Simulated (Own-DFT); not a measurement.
# PBE and PBEsol under strain: C11b WSi2, 30 atoms (Si20W10)

No measurement is shown. These are fixed-geometry runs of a retired plane-wave code named Own-DFT, which no person has reviewed; spin and spin-orbit coupling are neglected.

Limits: forces on such cells failed a check on a denser k mesh; stress not checked against mesh or cutoff.

Each geometry was run with PBE and with PBEsol, otherwise alike: PseudoDojo norm-conserving scalar-relativistic files made for PBE; cutoff 50 hartree; 5 x 5 x 5 k mesh centred on Gamma; cold (Marzari-Vanderbilt) smearing of 0.2 eV. Unstrained cell vectors in Å: (-2.149, -5.953, 3.409); (-6.444, 2.976, 1.136); (-2.553, -2.948, -6.757). Each has a uniform strain, of which the change of volume is shown, and random moves of rms u per axis.

```
run,volume change (%),u (Å),P with PBE (GPa),P with PBEsol (GPa)
1,-4.24,0.0450,17.81,13.48
2,-1.17,0.0410,8.59,4.43
3,3.73,0.0450,-2.58,-6.49
4,-1.38,0.0603,11.45,7.27
5,1.68,0.0551,2.20,-1.80
6,-0.99,0.0468,8.48,4.33
7,0.30,0.0504,5.32,1.24
8,-0.84,0.0530,8.47,4.33
9,0.94,0.0439,4.42,0.39
10,1.65,0.0489,2.08,-1.94
11,3.18,0.0460,-0.79,?
```

Q: by how much does PBEsol shrink this cell, and what belongs in the blank?

## Worked answer

Write v for the change of volume as a fraction. Fitted to v and u², the PBE pressure has a slope of -257 ± 10 GPa in v, with the ions held to the strained lattice. The difference PBEsol less PBE is -4.10 + 5.3 v GPa (slope ± 0.1) and averages -4.10 GPa. Divided by the mean slope of the two, 254 GPa, that makes PBEsol's volume at a given pressure, near 5 GPa, about 1.6 % smaller, or 0.54 % in lengths. At one volume PBEsol's slope is the smaller by 5 GPa, but its pressure there is lower too. If stiffness rises by about 4 GPa for each GPa, PBEsol at equal pressure is stiffer by about 11 GPa. Files made for PBEsol would give a different shift.

For run 11 the line gives -4.72 GPa. The calculation gave -4.73 GPa.
